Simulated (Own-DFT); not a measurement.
# How strain changes the stress of wurtzite GaN, 72 atoms (Ga36N36)

Calculated results; nothing here was measured. The program, named Own-DFT, is a retired in-house plane-wave density functional code that no person has reviewed. Each row is one single-point run on a periodic cell that was not relaxed, without spin or spin-orbit coupling.

Settings of every run: PBE; PseudoDojo norm-conserving scalar-relativistic files (stringent for Ga); cutoff 96 hartree; 4 x 4 x 3 k mesh centred on Gamma; Gaussian smearing of 0.01 eV.

Known limits: forces not confirmed at this smearing and k mesh; stress not checked against mesh or cutoff.

Unstrained cell vectors in Å: (9.567, 0.000, 0.000); (-4.783, 8.285, 0.000); (0.000, 0.000, 10.370). The unstrained cell has measured lattice constants (interpolated for alloys), not those of this functional. That, the random moves and any unrelaxed bonds set the pressure at no strain. Each run strains this cell uniformly, with the atoms carried along. Every atom was also moved at random, by a Gaussian of width 0.05 Å on each axis. Strain is the symmetric tensor, in per cent. Stress is positive in tension, and the pressure is minus a third of its trace.

```
run  e_xx (%)  e_yy (%)  e_zz (%)  s_xx (GPa)  s_yy (GPa)  s_zz (GPa)  P (GPa)  E (meV/atom)
  1      0.50      0.50      0.00       -4.32       -4.83       -6.54     5.23           8.1
  2     -1.00     -1.00      0.00      -11.44      -11.27       -9.48    10.73           4.7
  3      3.00      3.00      0.00        6.29        7.05       -4.41    -2.98          15.8
  4      1.25      1.25      0.00       -0.64       -0.93       -6.10     2.56           6.9
  5      2.75      2.75      0.00        6.77        5.74       -4.46    -2.68           0.0
  6     -3.00     -3.00      0.00      -24.67      -27.17      -11.40    21.08          66.7
  7     -1.75     -1.75      0.00      -16.51      -19.78       -8.61    14.97          42.8
  8     -0.75     -0.75      0.00      -13.45      -11.04       -7.65    10.71          31.4
  9      2.25      2.25      0.00           ?           ?           ?        ?             ?
```

E is the free energy for each atom above the lowest run shown.

## Worked fit

The change of volume is close to e_xx + e_yy + e_zz. A straight line through the runs shown gives P = 8.02 - 197 x (fractional change of volume) GPa, with an error of 8 on the slope and a scatter of 0.96 GPa. The strain isn't the same on all axes and the cell isn't cubic, so the slope belongs to this path and is not the bulk modulus.

## Withheld run

Question: what pressure should run 9 give? Its volume changes by 4.55 %.

The line gives -1.0 GPa. The calculation gave -0.54 GPa.
